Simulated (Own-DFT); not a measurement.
# Energy and forces against displacement in monoclinic HfO2, 96 atoms (Hf32O64)

Calculated results; nothing here was measured. The program, named Own-DFT, is a retired in-house plane-wave density functional code that no person has reviewed. Each row is one single-point run on a periodic cell that was not relaxed, without spin or spin-orbit coupling.

Settings of every run: PBEsol; PseudoDojo norm-conserving scalar-relativistic files, made for PBE; cutoff 72 hartree; 2 x 2 x 2 k mesh centred on Gamma; Fermi-Dirac smearing of 0.1 eV.

Known limits, some of them of some rows only: some atoms lie very close together; hafnium file: forces about 75 meV/angstrom off all-electron values; oxygen file: force components 24 meV/angstrom off all-electron in a glass; forces on such cells passed a denser k mesh, each cell not checked; stress not checked against mesh or cutoff.

Cell vectors in Å: (10.234, 0.000, 0.000); (0.000, 10.350, 0.000); (-1.696, 0.000, 10.445). In each run every atom was moved at random and independently from its ideal site; u is the rms move along one axis. E is the free energy for each atom above the fitted value at u = 0, and F the rms of the force components.

```
run,u (Å),E (meV/atom),F (eV/Å),largest force (eV/Å),P (GPa)
1,0.0190,8.9,0.395,1.57,-2.64
2,0.0194,?,?,?,?
3,0.0473,59.6,1.055,4.42,-1.23
4,0.0496,57.5,0.961,4.04,-0.95
5,0.0525,68.0,1.173,6.53,-0.24
6,0.0793,156.3,1.828,7.41,3.45
7,0.0799,165.1,1.868,11.15,2.94
8,0.0839,166.0,1.733,7.77,3.30
9,0.1202,366.8,3.167,18.27,11.26
```

## Worked fit

For small independent moves the energy grows as E = (3/2) K u², with K the mean stiffness felt by one atom. The runs with u up to 0.11 Å give K = 16.5 ± 0.4 eV/Å², with residuals divided by u² + 0.0006 Å², since the noise grows with the moves. The scatter is 3.3 meV/atom at u = 0.05 Å. The forces follow F = G u with G = 21.7 eV/Å²; no force at u = 0 is resolved. G exceeds K because the moves of its neighbours add to the force on an atom, and stiffness differs between atoms. The pressure follows P = -3.11 + 960 u² GPa: at fixed volume, shortened bonds push harder than stretched ones pull.

## Withheld run

Question: what energy and rms force should run 2 give?

The fit gives 9 ± 1 meV/atom and about 0.42 eV/Å. The calculation gave 10.3 meV/atom and 0.426 eV/Å.
